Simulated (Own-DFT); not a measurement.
# What a defect does to the pressure of its cell: zincblende GaP

The numbers are computed, not measured, by runs of the plane-wave DFT program Own-DFT (in-house, retired, unreviewed) at fixed positions, with no spin and no spin-orbit coupling.

Method: PBE; PseudoDojo norm-conserving scalar-relativistic files; cutoff 42 hartree; 3 x 3 x 3 k mesh centred on Gamma; Fermi-Dirac smearing of 0.1 eV.

Limits (not all hold for every row): not probed for a lower state with spin; forces on such cells failed a check on a denser k mesh; forces on such cells passed a denser k mesh, each cell not checked; stress not checked against mesh or cutoff.

All runs share one cell, with vectors in Å (10.901, 0.000, 0.000); (0.000, 10.901, 0.000); (0.000, 0.000, 10.901) and a volume of 1295.4 Å³. Atoms were moved at random from their sites; u is the rms move along one axis. The defect's site can differ from row to row.

```
                                     cell    formula   u (Å)  P (GPa)
                                no defect    Ga32P32  0.0197     2.72
                                no defect    Ga32P32  0.0481     3.29
                                no defect    Ga32P32  0.0518     3.31
                          two P vacancies    Ga32P30  0.0290     2.28
                          two P vacancies    Ga32P30  0.0468     2.50
                          two P vacancies    Ga32P30  0.0511     2.79
                  two P on a Ga site each    Ga30P34  0.0490     3.34
                  two P on a Ga site each    Ga30P34  0.0498     3.54
                  two P on a Ga site each    Ga30P34  0.0507     3.28
one Ga on a P site and one P on a Ga site    Ga32P32  0.0297     2.97
one Ga on a P site and one P on a Ga site    Ga32P32  0.0307     3.03
one Ga on a P site and one P on a Ga site    Ga32P32  0.0487        ?
one Ga on a P site and one P on a Ga site    Ga32P32  0.0517     3.36
                      one In on a Ga site  Ga31InP32  0.0291     3.67
                      one In on a Ga site  Ga31InP32  0.0489     4.04
                      one In on a Ga site  Ga31InP32  0.0512     4.00
```

## Fit

P = P0 + c u² + a shift for each defect gives P0 = 2.68 GPa, c = 238 ± 31 GPa/Å² and a scatter of 0.09 GPa. The shifts, and each times the cell's volume:

- one In on a Ga site: 0.76 ± 0.07 GPa, 6.1 eV
- two P on a Ga site each: 0.11 ± 0.08 GPa, 0.9 eV (0.5 eV for each of its 2 sites) (not resolved)
- one Ga on a P site and one P on a Ga site: 0.08 ± 0.07 GPa, 0.7 eV (not resolved)
- two P vacancies: -0.60 ± 0.07 GPa, -4.9 eV (-2.4 eV for each of its 2 sites)

A positive shift means that the defect pushes the cell outwards. Shift times volume (160.2 GPa Å³ is 1 eV) depends little on the cell's size, so, taken for each site, it can be compared between cells at like pressure. The atoms around the defects weren't relaxed, which would change these numbers.

## The run left out

Asked: what pressure belongs in the blank (one Ga on a P site and one P on a Ga site, u = 0.0487 Å)?

Estimate: 3.33 ± 0.11 GPa. The calculation gave 3.28 GPa.
